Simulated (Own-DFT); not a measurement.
# Point defects and the pressure they add: C40 NbSi2

No measurement is shown. These are fixed-geometry runs of a retired plane-wave code named Own-DFT, which no person has reviewed; spin and spin-orbit coupling are neglected.

Method: PBE; PseudoDojo norm-conserving scalar-relativistic files; cutoff 42 hartree; 4 x 4 x 5 k mesh centred on Gamma; cold (Marzari-Vanderbilt) smearing of 0.2 eV.

Keep in mind: forces on such cells failed a check on a denser k mesh; stress not checked against mesh or cutoff.

All runs share one cell, with vectors in Å (0.000, 8.324, 0.000); (-9.613, 0.000, 0.000); (0.000, 0.000, 6.586) and a volume of 527.0 Å³. Atoms were moved at random from their sites; u is the rms move along one axis. The defect's site can differ from row to row.

```
                    cell   formula   u (Å)  P (GPa)
               no defect  Nb12Si24  0.0219     1.56
               no defect  Nb12Si24  0.0461     2.41
               no defect  Nb12Si24  0.0522     2.86
        two Nb vacancies  Nb10Si24  0.0292    -0.11
        two Nb vacancies  Nb10Si24  0.0312    -0.11
        two Nb vacancies  Nb10Si24  0.0467     0.30
          one Si vacancy  Nb12Si23  0.0296     0.97
          one Si vacancy  Nb12Si23  0.0303     0.90
          one Si vacancy  Nb12Si23  0.0522     1.99
two Si on a Nb site each  Nb10Si26  0.0276     1.71
two Si on a Nb site each  Nb10Si26  0.0357     1.88
two Si on a Nb site each  Nb10Si26  0.0411     1.98
two Nb on a Si site each  Nb14Si22  0.0295     7.75
two Nb on a Si site each  Nb14Si22  0.0313     7.33
two Nb on a Si site each  Nb14Si22  0.0488     8.13
two Nb on a Si site each  Nb14Si22  0.0493        ?
```

## Fit

P = P0 + c u² + a shift for each defect gives P0 = 1.41 GPa, c = 489 ± 55 GPa/Å² and a scatter of 0.15 GPa. The shifts, and each times the cell's volume:

- two Nb on a Si site each: 5.64 ± 0.13 GPa, 18.6 eV (9.3 eV for each of its 2 sites)
- two Si on a Nb site each: -0.16 ± 0.13 GPa, -0.5 eV (-0.3 eV for each of its 2 sites) (not resolved)
- one Si vacancy: -0.86 ± 0.13 GPa, -2.8 eV
- two Nb vacancies: -2.03 ± 0.13 GPa, -6.7 eV (-3.3 eV for each of its 2 sites)

Positive is outwards. The product with the volume (160.2 GPa Å³ to the eV) is nearly free of the cell's size; divided by the bulk modulus at the cell's pressure it gives the volume that the defect adds. The atoms around the defects weren't relaxed, which would change these numbers.

## Test on the hidden row

Q: what pressure belongs in the blank (two Nb on a Si site each, u = 0.0493 Å)?

The fitted form gives 8.24 ± 0.19 GPa. DFT gave 8.73 GPa.
